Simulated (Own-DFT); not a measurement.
# Response to strain: C40 NbSi2, 36 atoms (Nb12Si24)

Calculated results; nothing here was measured. The program, named Own-DFT, is a retired in-house plane-wave density functional code that no person has reviewed. Each row is one single-point run on a periodic cell that was not relaxed, without spin or spin-orbit coupling.

Settings of every run: PBE; PseudoDojo norm-conserving scalar-relativistic files; cutoff 42 hartree; 4 x 4 x 5 k mesh centred on Gamma; cold (Marzari-Vanderbilt) smearing of 0.2 eV.

Known limits: forces on such cells failed a check on a denser k mesh; stress not checked against mesh or cutoff.

Unstrained cell vectors in Å: (0.000, 8.324, 0.000); (-9.613, 0.000, 0.000); (0.000, 0.000, 6.586). The unstrained cell was taken from the Materials Project. The random moves and any unrelaxed bonds add to the pressure at no strain. Each run strains this cell uniformly, with the atoms carried along. Every atom was also moved at random, by a Gaussian of width 0.05 Å on each axis. Strain is the symmetric tensor, in per cent. Stress is positive in tension, and the pressure is minus a third of its trace.

| run | e_xx (%) | e_yy (%) | e_zz (%) | e_yz (%) | e_xz (%) | e_xy (%) | s_xx (GPa) | s_yy (GPa) | s_zz (GPa) | s_yz (GPa) | s_xz (GPa) | s_xy (GPa) | P (GPa) | E (meV/atom) |
|---|---|---|---|---|---|---|---|---|---|---|---|---|---|---|
| 1 | -1.59 | 0.46 | 0.42 | 0.73 | 1.48 | -1.83 | -7.93 | -1.18 | -3.00 | 2.48 | 4.63 | -5.71 | 4.04 | 15.3 |
| 2 | 0.90 | -1.65 | 0.63 | 1.40 | -0.13 | 0.59 | 0.36 | -6.90 | -1.43 | 4.02 | 0.02 | 2.00 | 2.66 | 2.0 |
| 3 | -1.96 | -0.33 | 0.61 | 0.15 | -0.40 | 0.28 | -9.85 | -4.08 | -2.75 | 0.47 | -1.35 | 1.07 | 5.56 | 11.2 |
| 4 | -1.13 | 1.01 | 0.32 | 0.94 | 0.06 | -0.02 | -5.19 | 1.33 | -2.79 | 2.53 | 0.20 | -0.35 | 2.22 | 0.0 |
| 5 | -1.33 | 1.24 | 0.98 | -0.70 | -0.57 | 1.45 | -5.80 | 1.58 | 0.14 | -2.08 | -1.36 | 4.77 | 1.36 | 14.7 |
| 6 | -1.19 | 1.79 | 1.63 | -1.93 | 0.65 | 0.95 | -4.94 | 3.64 | 3.49 | -5.25 | 2.50 | 3.06 | -0.73 | 27.2 |
| 7 | 1.90 | 1.89 | -0.59 | -0.59 | -1.01 | -1.09 | 4.83 | 4.48 | -3.72 | -0.84 | -3.10 | -2.11 | -1.86 | 16.9 |
| 8 | 0.36 | -1.05 | -1.21 | -0.03 | -1.64 | -0.17 | -3.34 | -6.12 | -10.18 | 0.57 | -5.57 | -0.67 | 6.54 | 10.2 |
| 9 | -1.69 | 0.25 | 1.35 | 1.50 | 0.55 | -1.42 | -7.88 | -1.07 | 0.59 | 4.27 | 2.03 | -4.74 | 2.79 | 12.7 |
| 10 | 0.05 | -0.33 | -0.42 | 1.68 | 0.71 | -0.47 | -2.45 | -3.86 | -6.13 | 5.91 | 2.15 | -1.66 | 4.15 | 7.9 |
| 11 | 0.32 | 2.00 | 1.42 | 1.83 | 1.15 | -1.63 | 0.58 | 5.52 | 3.86 | 4.70 | 3.24 | -4.51 | -3.32 | 16.8 |
| 12 | 0.91 | 1.32 | -1.97 | -1.93 | -0.66 | 1.95 | -1.12 | 0.85 | -12.50 | -6.51 | -2.39 | 5.06 | 4.26 | 50.2 |
| 13 | -1.14 | 0.12 | -1.79 | -1.07 | -0.18 | 0.13 | -8.03 | -4.35 | -14.60 | -3.87 | -0.23 | 1.15 | 8.99 | 32.3 |
| 14 | 0.29 | -0.04 | 1.02 | -0.77 | 1.57 | -0.24 | -0.75 | -1.35 | 0.91 | -2.13 | 4.75 | -0.96 | 0.40 | 7.5 |
| 15 | 1.39 | -1.03 | -1.65 | 0.85 | 0.52 | 1.31 | 0.40 | -6.23 | -11.05 | 2.88 | 1.28 | 3.77 | 5.62 | 11.0 |
| 16 | -0.65 | -0.78 | -0.21 | 1.38 | 1.91 | 0.03 | ? | ? | ? | ? | ? | ? | ? | ? |

E is the free energy for each atom above the lowest run shown.

## Worked fit

Each stress component was fitted by least squares to a constant and the strains of the runs shown, as fractions, with shears doubled. Shear strains stay in the fit of a normal stress only where such slopes are resolved. The slopes, in GPa:

| stress | at no strain | per e_xx | per e_yy | per e_zz | scatter |
|---|---|---|---|---|---|
| s_xx | -2.7 | 362 ± 11 | 51 ± 11 | 87 ± 11 | 0.45 |
| s_yy | -2.3 | 55 ± 9 | 324 ± 9 | 80 ± 9 | 0.35 |
| s_zz | -4.1 | 97 ± 10 | 53 ± 10 | 488 ± 10 | 0.40 |

Each shear stress against twice its own strain: yz 141 ± 10, xz 154 ± 6, xy 142 ± 9 GPa. These are stiffnesses along x, y and z of the frame in which the cell vectors are given, which need not be the crystal's axes. The atoms are held to the strained lattice; where symmetry lets them move under strain, relaxing them would lower some slopes. The table should be nearly symmetric about its diagonal, and what it lacks of that shows the noise. A ninth of its sum, 178 ± 9 GPa, estimates the bulk modulus near the mean pressure of these runs, 2.8 GPa, so it lies above the value at zero pressure.

## Withheld run

Question: what normal stresses and pressure should run 16 give?

The fit gives s_xx = -5.7, s_yy = -5.4, s_zz = -6.2 and P = 5.8 GPa. The calculation gave -5.69, -5.56, -6.04 and P = 5.76 GPa.
